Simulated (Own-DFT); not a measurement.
# Response to strain: diamond silicon, 64 atoms (Si64)

All numbers below are calculated, not measured. They come from Own-DFT, an in-house plane-wave density functional program, since retired, whose code no person has reviewed. Each row is one single-point run on a periodic cell that was not relaxed, without spin or spin-orbit coupling.

Settings of every run: PBE; PseudoDojo norm-conserving scalar-relativistic files; cutoff 20 hartree; 3 x 3 x 3 k mesh centred on Gamma; Fermi-Dirac smearing of 0.1 eV.

Known limits: k mesh not checked against a denser one; stress not checked against mesh or cutoff.

Unstrained cell vectors in Å: (10.862, 0.000, 0.000); (0.000, 10.862, 0.000); (0.000, 0.000, 10.862). The unstrained cell has measured lattice constants (interpolated for alloys), not those of this functional. That, the random moves and any unrelaxed bonds set the pressure at no strain. Each run strains this cell uniformly, with the atoms carried along. Every atom was also moved at random, by a Gaussian of width 0.05 Å on each axis. Strain is the symmetric tensor, in per cent. Stress is positive in tension, and the pressure is minus a third of its trace.

```
run,e_xx (%),e_yy (%),e_zz (%),e_yz (%),e_xz (%),e_xy (%),s_xx (GPa),s_yy (GPa),s_zz (GPa),s_yz (GPa),s_xz (GPa),s_xy (GPa),P (GPa),E (meV/atom)
1,-1.20,1.90,1.78,-0.16,-0.57,-1.29,-2.31,0.48,0.27,-0.50,-1.83,-3.09,0.52,22.6
2,-0.83,-1.01,1.75,-0.83,0.60,0.10,-3.49,-3.75,-0.95,-0.87,2.16,0.35,2.73,24.1
3,-1.96,-0.44,1.19,0.15,-0.23,-0.41,-5.24,-4.02,-2.42,1.47,-0.08,-0.83,3.89,36.8
4,1.82,0.89,-0.17,-0.41,0.47,0.28,0.76,-0.07,-1.04,-0.70,0.84,-0.07,0.12,0.0
5,-1.09,0.34,-0.93,0.97,1.45,-0.25,-4.79,-3.61,-4.72,2.87,3.56,-0.72,4.37,22.4
6,-1.20,1.54,1.07,-1.20,-1.21,-0.64,-2.90,-0.44,-0.95,-1.71,-3.50,-1.48,1.43,19.4
7,0.21,0.37,-0.68,-0.82,0.29,-1.38,-2.35,-2.38,-3.35,-1.15,0.81,-2.44,2.69,18.3
8,0.85,0.56,0.23,1.09,-1.33,0.95,-0.91,-1.31,-1.51,3.05,-3.38,2.05,1.24,17.7
9,-0.43,0.61,0.99,0.47,1.96,0.65,-2.30,-1.40,-1.00,1.28,3.31,1.34,1.57,18.9
10,-0.96,0.88,-0.64,0.47,-0.22,-1.37,-3.85,-2.05,-3.53,0.36,0.15,-2.76,3.14,10.6
11,-0.21,-1.76,-1.49,-1.69,-1.46,-0.81,-5.41,-7.03,-6.70,-3.86,-2.96,-2.19,6.38,38.7
12,-1.26,0.21,-0.30,0.16,-0.36,0.67,-4.44,-3.05,-3.51,0.41,0.57,0.23,3.67,9.6
13,0.53,1.83,0.37,-1.65,0.98,-1.54,-0.53,0.62,-0.74,-2.51,2.03,-2.68,0.22,19.8
14,0.94,1.18,0.64,-0.50,1.66,-1.32,0.04,0.28,-0.30,-0.60,2.20,-2.57,-0.01,9.6
15,0.52,0.79,-1.52,1.13,1.07,-0.52,-2.24,-2.05,-3.95,1.30,2.16,-1.00,2.75,17.7
16,-0.04,1.71,0.97,-1.62,1.98,1.33,-1.36,0.20,-0.48,-3.73,4.63,2.88,0.55,28.3
17,0.64,-0.31,-1.27,-1.54,0.89,1.51,-3.11,-3.93,-4.60,-4.36,3.11,4.11,3.88,33.0
18,0.37,-0.30,0.25,1.73,-0.29,1.16,?,?,?,?,?,?,?,?
```

E is the free energy for each atom above the lowest run shown.

## Worked fit

Each stress component was fitted by least squares to a constant and the strains of the runs shown, as fractions, with shears doubled. Shear strains stay in the fit of a normal stress only where such slopes are resolved. The slopes, in GPa:

| stress | at no strain | per e_xx | per e_yy | per e_zz | scatter |
|---|---|---|---|---|---|
| s_xx | -2.7 | 153 ± 6 | 68 ± 6 | 63 ± 6 | 0.21 |
| s_yy | -2.8 | 62 ± 7 | 164 ± 7 | 61 ± 6 | 0.24 |
| s_zz | -2.7 | 65 ± 7 | 64 ± 7 | 154 ± 6 | 0.24 |

Each shear stress against twice its own strain: yz 110 ± 9, xz 111 ± 8, xy 101 ± 7 GPa. These are stiffnesses along x, y and z of the frame in which the cell vectors are given, which need not be the crystal's axes. The atoms are held to the strained lattice; where symmetry lets them move under strain, relaxing them would lower some slopes. The table should be nearly symmetric about its diagonal, and what it lacks of that shows the noise. A ninth of its sum, 95 ± 3 GPa, estimates the bulk modulus near the mean pressure of these runs, 2.3 GPa, so it lies above the value at zero pressure.

## Withheld run

Question: what normal stresses and pressure should run 18 give?

The fit gives s_xx = -2.2, s_yy = -2.9, s_zz = -2.3 and P = 2.5 GPa. The calculation gave -2.03, -2.84, -2.41 and P = 2.43 GPa.
